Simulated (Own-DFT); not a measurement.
# A layer strained by its substrate: diamond-structure SiGeSn with randomly placed atoms, 64 atoms (Ge52Si8Sn4)

Calculated, not measured: single-point runs of Own-DFT, a retired in-house plane-wave DFT program that no person has reviewed, on unrelaxed cells, without spin or spin-orbit coupling.

Method: PBE; PseudoDojo norm-conserving scalar-relativistic files; cutoff 49 hartree; 3 x 3 x 3 k mesh centred on Gamma; Fermi-Dirac smearing of 0.1 eV.

Limits: forces on such cells moved up to 12 meV/angstrom on a denser k mesh; stress not checked against mesh or cutoff.

Unstrained cell vectors in Å: (11.363, 0.000, 0.000); (0.000, 11.363, 0.000); (0.000, 0.000, 11.363). The unstrained cell has measured lattice constants (interpolated for alloys), not those of this functional. That, the random moves and any unrelaxed bonds set the pressure at no strain. Each run strains x and y alike by e, as a substrate would, and holds the height along z. Each atom got a random Gaussian move of width 0.05 Å along each axis. The random placing of the alloy's atoms differs from row to row. Stress is positive in tension.

```
e (%),u (Å),(s_xx + s_yy)/2 (GPa),s_zz (GPa)
-2.50,0.050,-9.82,-7.93
-2.25,0.053,-8.99,-7.32
-2.00,0.050,-8.90,-7.33
-1.75,0.054,-8.01,-6.80
-0.75,0.049,-6.03,-5.42
-0.25,0.049,?,?
0.50,0.051,-3.84,-4.15
1.50,0.051,-2.15,-3.00
2.00,0.053,-1.33,-2.57
2.50,0.053,-0.65,-1.98
```

## Fit

With e as a fraction, the in-plane stress is -4.7 + 182 e - 835 e² GPa (errors 3 and 235, scatter 0.15), and s_zz is -4.6 + 116 e - 498 e² GPa (slope ± 2, scatter 0.13). At e = 0 the first slope is C11 + C12 and the second 2 C12, both with the ions held to the strained lattice and at the cell's own pressure. The term in e² is negative: the layer stiffens under compression and softens under tension. A free layer would change its height as e changes, and the in-plane slope would drop by 2 C12²/C11 to the biaxial modulus. At fixed height, a misfit of 1 % moves the in-plane stress by about 1.8 GPa and s_zz by 1.2 GPa.

## Test on the hidden row

Question: what are the two stresses at e = -0.25 %?

Estimate: -5.1 and -4.9 GPa. The calculation gave -5.16 and -4.85 GPa.
